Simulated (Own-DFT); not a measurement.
# How strain changes the stress of wurtzite AlGaN with randomly placed atoms, 72 atoms (Al9Ga27N36)

All numbers below are calculated, not measured. The program, named Own-DFT, is a retired in-house plane-wave density functional code that no person has reviewed. Each row is one single-point run on a periodic cell that was not relaxed, without spin or spin-orbit coupling.

Settings of every run: PBE; PseudoDojo norm-conserving scalar-relativistic files (stringent for Ga); cutoff 96 hartree; 4 x 4 x 3 k mesh centred on Gamma; Gaussian smearing of 0.01 eV.

Known limits: forces on such cells passed a denser k mesh, each cell not checked; stress not checked against mesh or cutoff.

Unstrained cell vectors in Å: (9.509, 0.000, 0.000); (-4.755, 8.235, 0.000); (0.000, 0.000, 10.268). The unstrained cell has measured lattice constants (interpolated for alloys), not those of this functional. That, the random moves and any unrelaxed bonds set the pressure at no strain. Each run strains this cell uniformly, with the atoms carried along. Every atom was also moved at random, by a Gaussian of width 0.05 Å on each axis. The random placing of the alloy's atoms differs from row to row. Strain is the symmetric tensor, in per cent. Stress is positive in tension, and the pressure is minus a third of its trace.

| run | e_xx (%) | e_yy (%) | e_zz (%) | s_xx (GPa) | s_yy (GPa) | s_zz (GPa) | P (GPa) | E (meV/atom) |
|---|---|---|---|---|---|---|---|---|
| 1 | -0.75 | -0.75 | 0.00 | -11.80 | -12.28 | -8.46 | 10.85 | 35.1 |
| 2 | -1.50 | -1.50 | 0.00 | -13.74 | -16.39 | -10.72 | 13.62 | 32.2 |
| 3 | -2.50 | -2.50 | 0.00 | -24.27 | -21.28 | -10.66 | 18.74 | 54.9 |
| 4 | 1.50 | 1.50 | 0.00 | 0.03 | 0.97 | -4.21 | 1.07 | 0.6 |
| 5 | 0.75 | 0.75 | 0.00 | -2.30 | -1.77 | -8.00 | 4.02 | 4.3 |
| 6 | 2.75 | 2.75 | 0.00 | 6.55 | 5.22 | -4.77 | -2.33 | 22.4 |
| 7 | 1.75 | 1.75 | 0.00 | 0.81 | 2.47 | -5.05 | 0.59 | 8.7 |
| 8 | 1.25 | 1.25 | 0.00 | -0.40 | 0.03 | -6.36 | 2.24 | 0.0 |
| 9 | 2.50 | 2.50 | 0.00 | ? | ? | ? | ? | ? |

E is the free energy for each atom above the lowest run shown.

## Worked fit

The change of volume is close to e_xx + e_yy + e_zz. A straight line through the runs shown gives P = 7.82 - 205 x (fractional change of volume) GPa, with an error of 8 on the slope and a scatter of 0.75 GPa. The strain isn't the same on all axes and the cell isn't cubic, so the slope belongs to this path and is not the bulk modulus.

## Withheld run

Question: what pressure should run 9 give? Its volume changes by 5.06 %.

The line gives -2.5 GPa. The calculation gave -2.14 GPa.
